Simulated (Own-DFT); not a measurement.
# Point defects and the pressure they add: D0_22 TiAl3

Source: density functional calculations with Own-DFT, an unreviewed in-house program that is no longer used. Nothing was measured or relaxed, and spin and spin-orbit coupling are left out.

Common settings: PBEsol; PseudoDojo norm-conserving scalar-relativistic files, made for PBE; cutoff 42 hartree; 4 x 4 x 4 k mesh centred on Gamma; cold (Marzari-Vanderbilt) smearing of 0.2 eV.

Known weak points: forces on such cells failed a check on a denser k mesh; stress not checked against mesh or cutoff.

All runs share one cell, with vectors in Å (-2.365, -6.981, 4.326); (-7.667, 3.491, 1.442); (-2.950, -3.488, -7.241) and a volume of 625.4 Å³. The atoms are randomly displaced, by u rms on each axis. The defect's site can differ from row to row.

```
cell,formula,u (Å),P (GPa)
no defect,Al30Ti10,0.0195,0.07
no defect,Al30Ti10,0.0494,0.68
no defect,Al30Ti10,0.0517,0.79
two Al on a Ti site each,Al32Ti8,0.0317,1.31
two Al on a Ti site each,Al32Ti8,0.0334,1.27
two Al on a Ti site each,Al32Ti8,0.0484,1.63
two Ti on an Al site each,Al28Ti12,0.0259,0.95
two Ti on an Al site each,Al28Ti12,0.0295,?
two Ti on an Al site each,Al28Ti12,0.0456,1.62
two Ti on an Al site each,Al28Ti12,0.0464,1.56
one Ti vacancy,Al30Ti9,0.0313,0.18
one Ti vacancy,Al30Ti9,0.0316,0.14
one Ti vacancy,Al30Ti9,0.0483,0.46
two Al vacancies,Al28Ti10,0.0246,-0.73
two Al vacancies,Al28Ti10,0.0465,-0.13
two Al vacancies,Al28Ti10,0.0553,-0.05
```

## Analysis

P = P0 + c u² + a shift for each defect gives P0 = -0.04 GPa, c = 305 ± 27 GPa/Å² and a scatter of 0.08 GPa. The shifts, and each times the cell's volume:

- two Al on a Ti site each: 0.99 ± 0.07 GPa, 3.9 eV (1.9 eV for each of its 2 sites)
- two Ti on an Al site each: 0.92 ± 0.07 GPa, 3.6 eV (1.8 eV for each of its 2 sites)
- one Ti vacancy: -0.13 ± 0.07 GPa, -0.5 eV (not resolved)
- two Al vacancies: -0.85 ± 0.07 GPa, -3.3 eV (-1.7 eV for each of its 2 sites)

Against the defect-free cell, a freed cell would be larger where the shift is positive and smaller where it is negative (160.2 GPa Å³ is 1 eV). The atoms around the defects weren't relaxed, which would change these numbers.

## Test on the hidden row

Question: what pressure belongs in the blank (two Ti on an Al site each, u = 0.0295 Å)?

The fit gives 1.14 ± 0.10 GPa. DFT gave 1.03 GPa.
